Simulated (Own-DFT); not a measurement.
# Point defects and the pressure they add: 4H SiC

Calculated, not measured: single-point runs of Own-DFT, a retired in-house plane-wave DFT program that no person has reviewed, on unrelaxed cells, without spin or spin-orbit coupling.

All runs used: PBE; PseudoDojo norm-conserving scalar-relativistic files; cutoff 42 hartree; 4 x 4 x 3 k mesh centred on Gamma; Fermi-Dirac smearing of 0.1 eV.

Caveats (not all hold for every row): a neutral cation vacancy leaves holes that likely carry spin, which these runs leave out; not probed for a lower state with spin; forces on such cells failed a check on a denser k mesh; forces on such cells passed a denser k mesh, each cell not checked; stress not checked against mesh or cutoff.

All runs share one cell, with vectors in Å (9.248, 0.000, 0.000); (-4.624, 8.009, 0.000); (0.000, 0.000, 10.068) and a volume of 745.7 Å³. u is the rms random offset of the atoms per axis. The defect's site can differ from row to row.

| cell | formula | u (Å) | P (GPa) |
|---|---|---|---|
| no defect | C36Si36 | 0.0294 | 3.70 |
| no defect | C36Si36 | 0.0316 | 3.93 |
| no defect | C36Si36 | 0.0634 | 6.90 |
| one C on a Si site | C37Si35 | 0.0452 | 2.91 |
| one C on a Si site | C37Si35 | 0.0491 | 3.12 |
| one C on a Si site | C37Si35 | 0.0494 | 3.34 |
| one Si vacancy | C36Si35 | 0.0280 | 3.02 |
| one Si vacancy | C36Si35 | 0.0296 | 3.14 |
| one Si vacancy | C36Si35 | 0.0323 | 3.29 |
| two Al on a Si site each | Al2C36Si34 | 0.0303 | 5.69 |
| two Al on a Si site each | Al2C36Si34 | 0.0324 | ? |
| two Al on a Si site each | Al2C36Si34 | 0.0470 | 7.30 |
| two Al on a Si site each | Al2C36Si34 | 0.0539 | 7.76 |
| one C vacancy | C35Si36 | 0.0309 | 3.49 |
| one C vacancy | C35Si36 | 0.0312 | 3.45 |
| one C vacancy | C35Si36 | 0.0497 | 4.94 |

## Working it out

P = P0 + c u² + a shift for each defect gives P0 = 2.86 GPa, c = 1010 ± 31 GPa/Å² and a scatter of 0.10 GPa. The shifts, and each times the cell's volume:

- two Al on a Si site each: 2.03 ± 0.08 GPa, 9.4 eV (4.7 eV for each of its 2 sites)
- one C vacancy: -0.38 ± 0.08 GPa, -1.8 eV
- one Si vacancy: -0.62 ± 0.09 GPa, -2.9 eV
- one C on a Si site: -2.06 ± 0.08 GPa, -9.6 eV

A positive shift means that the defect pushes the cell outwards. Shift times volume (160.2 GPa Å³ is 1 eV) depends little on the cell's size, so, taken for each site, it can be compared between cells at like pressure. The atoms around the defects weren't relaxed, which would change these numbers.

## Check

Q: what pressure belongs in the blank (two Al on a Si site each, u = 0.0324 Å)?

From the fit: 5.94 ± 0.12 GPa. The run itself gave 5.98 GPa.
